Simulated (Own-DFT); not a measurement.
# Device materials side by side: how hard are they to compress?

No measurement is shown. These are fixed-geometry runs of a retired plane-wave code named Own-DFT, which no person has reviewed; spin and spin-orbit coupling are neglected.

Keep in mind (not all hold for every row): forces on such cells moved up to 12 meV/angstrom on a denser k mesh; k mesh not checked against a denser one; forces on such cells passed a denser k mesh, each cell not checked; stress not checked against mesh or cutoff.

All runs are PBE with PseudoDojo norm-conserving files; cutoff and k mesh are each material's own. Every cell starts from measured lattice constants and was given uniform random strains and small random moves of its atoms. Each triple is the change of volume in per cent, the rms move u in Å and the pressure in GPa.

- wurtzite AlN (Al64N64), 10.45 Å³/atom unstrained: (-1.90, 0.051, 10.52); (-0.45, 0.051, 6.81); (-0.17, 0.048, 6.39); (-0.12, 0.047, 5.97); (0.10, 0.050, 5.78); (0.47, 0.052, 4.96); (1.61, 0.051, 2.61)
- wurtzite GaN (Ga48N48), 11.42 Å³/atom unstrained: (-3.34, 0.050, 14.84); (-1.72, 0.052, 11.17); (-1.37, 0.051, 10.30); (-0.67, 0.050, 8.91); (-0.13, 0.052, 7.54); (1.10, 0.048, 5.09); (1.53, 0.051, 4.25)
- diamond silicon (Si64), 20.02 Å³/atom unstrained: withheld
- zincblende GaP (Ga32P32), 20.24 Å³/atom unstrained: (-3.00, 0.049, 6.30); (-1.44, 0.052, 4.88); (-0.90, 0.056, 4.29); (1.51, 0.048, 2.10); (2.06, 0.049, 1.60); (2.57, 0.051, 1.22); (3.10, 0.053, 0.84)
- zincblende InP (In32P32), 25.27 Å³/atom unstrained: (-2.42, 0.050, 5.84); (-1.20, 0.053, 4.55); (-0.81, 0.049, 4.29); (-0.13, 0.053, 3.86); (0.88, 0.047, 3.11); (0.92, 0.045, 2.91); (1.08, 0.052, 2.91)
- grey tin (Sn64), 34.15 Å³/atom unstrained: (-1.76, 0.045, 4.70); (-1.60, 0.046, 4.49); (-1.16, 0.052, 4.42); (-0.66, 0.053, 4.12); (-0.18, 0.051, 3.73); (1.58, 0.048, 2.96); (1.89, 0.049, 2.65)

## Worked fit

Fit a line to each set against the fractional change of volume; B is minus its slope, and u is nearly the same within a set. To take it to zero pressure, assume that B rises by 4 GPa for each GPa: B0 = B - 4 x (mean pressure). The bond length of an ideal tetrahedral crystal with the unstrained volume v is d = (√3/4)(8 v)^(1/3). Cohen's empirical rule reads B0 = (1971 - 220 L) d^(-3.5) GPa, with L = 0 for group IV crystals and SiC and 1 for III-V compounds.

| material | L | d (Å) | B (GPa) | mean P (GPa) | B0 (GPa) | rule (GPa) |
|---|---|---|---|---|---|---|
| wurtzite AlN (Al64N64) | 1 | 1.893 | 224 ± 9 | 6.1 | 200 ± 9 | 188 |
| wurtzite GaN (Ga48N48) | 1 | 1.950 | 218 ± 3 | 8.9 | 182 ± 3 | 169 |
| diamond silicon (Si64) | 0 | 2.352 | ? | ? | ? | 99 |
| zincblende GaP (Ga32P32) | 1 | 2.360 | 91 ± 1 | 3.0 | 79 ± 1 | 87 |
| zincblende InP (In32P32) | 1 | 2.541 | 81 ± 4 | 3.9 | 66 ± 4 | 67 |
| grey tin (Sn64) | 0 | 2.810 | 54 ± 2 | 3.9 | 38 ± 2 | 53 |

A line through ln[B0/(1971 - 220 L)] against ln d has a slope of -4.3 ± 0.3 and a scatter of 10 %. Against the rule, B0 stands at 107 % for wurtzite AlN, 108 % for wurtzite GaN, 91 % for zincblende GaP, 98 % for zincblende InP, 72 % for grey tin. PBE tends to make silicon and heavier crystals too soft, and the rule itself is only a guide.

## Check

The question: what B0 does the fitted trend give for diamond silicon (Si64)?

The line gives 91 GPa. Its own runs give B = 97 ± 3 GPa at a mean pressure of 1.7 GPa, so B0 = 90 GPa.
